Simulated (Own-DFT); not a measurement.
# A layer strained by its substrate: wurtzite AlGaN with randomly placed atoms, 96 atoms (Al12Ga36N48)

Everything here is calculated. The program is Own-DFT (plane waves, in-house, since retired, never reviewed by a person); positions were held fixed, and spin and spin-orbit coupling were off.

All runs used: PBE; PseudoDojo norm-conserving scalar-relativistic files (stringent for Ga); cutoff 96 hartree; 3 x 4 x 3 k mesh centred on Gamma; Gaussian smearing of 0.01 eV.

Limits: k mesh not checked against a denser one; stress not checked against mesh or cutoff.

Unstrained cell vectors in Å: (12.679, 0.000, 0.000); (-4.755, 8.235, 0.000); (0.000, 0.000, 10.268). The unstrained cell has measured lattice constants (interpolated for alloys), not those of this functional. That, the random moves and any unrelaxed bonds set the pressure at no strain. Each run strains x and y alike by e, as a substrate would, and holds the height along z. Each coordinate of each atom was shifted by a normal deviate of width 0.05 Å. The random placing of the alloy's atoms differs from row to row. Stress is positive in tension.

| e (%) | u (Å) | (s_xx + s_yy)/2 (GPa) | s_zz (GPa) |
|---|---|---|---|
| -2.25 | 0.051 | -20.28 | -11.29 |
| -2.00 | 0.047 | -18.94 | -10.40 |
| -1.00 | 0.051 | -12.70 | -9.55 |
| -0.75 | 0.047 | ? | ? |
| -0.50 | 0.050 | -9.12 | -8.80 |
| 0.50 | 0.052 | -4.35 | -6.86 |
| 0.75 | 0.051 | -2.22 | -7.14 |
| 1.00 | 0.044 | -1.14 | -5.97 |
| 1.25 | 0.050 | -0.55 | -6.32 |
| 2.00 | 0.055 | 2.58 | -3.90 |

## Analysis

With e as a fraction, the in-plane stress is -6.5 + 538 e - 3753 e² GPa (errors 10 and 796, scatter 0.39), and s_zz is -7.8 + 157 e GPa (slope ± 11, scatter 0.47). At e = 0 the first slope is C11 + C12 and the second 2 C13, both with the ions held to the strained lattice and at the cell's own pressure. The term in e² is negative: the layer stiffens under compression and softens under tension. A free layer would change its height as e changes, and the in-plane slope would drop by 2 C13²/C33 to the biaxial modulus. At fixed height, a misfit of 1 % moves the in-plane stress by about 5.4 GPa and s_zz by 1.6 GPa.

## The run left out

Q: what are the two stresses at e = -0.75 %?

The fit gives -10.8 and -8.9 GPa. DFT gave -10.70 and -8.47 GPa.
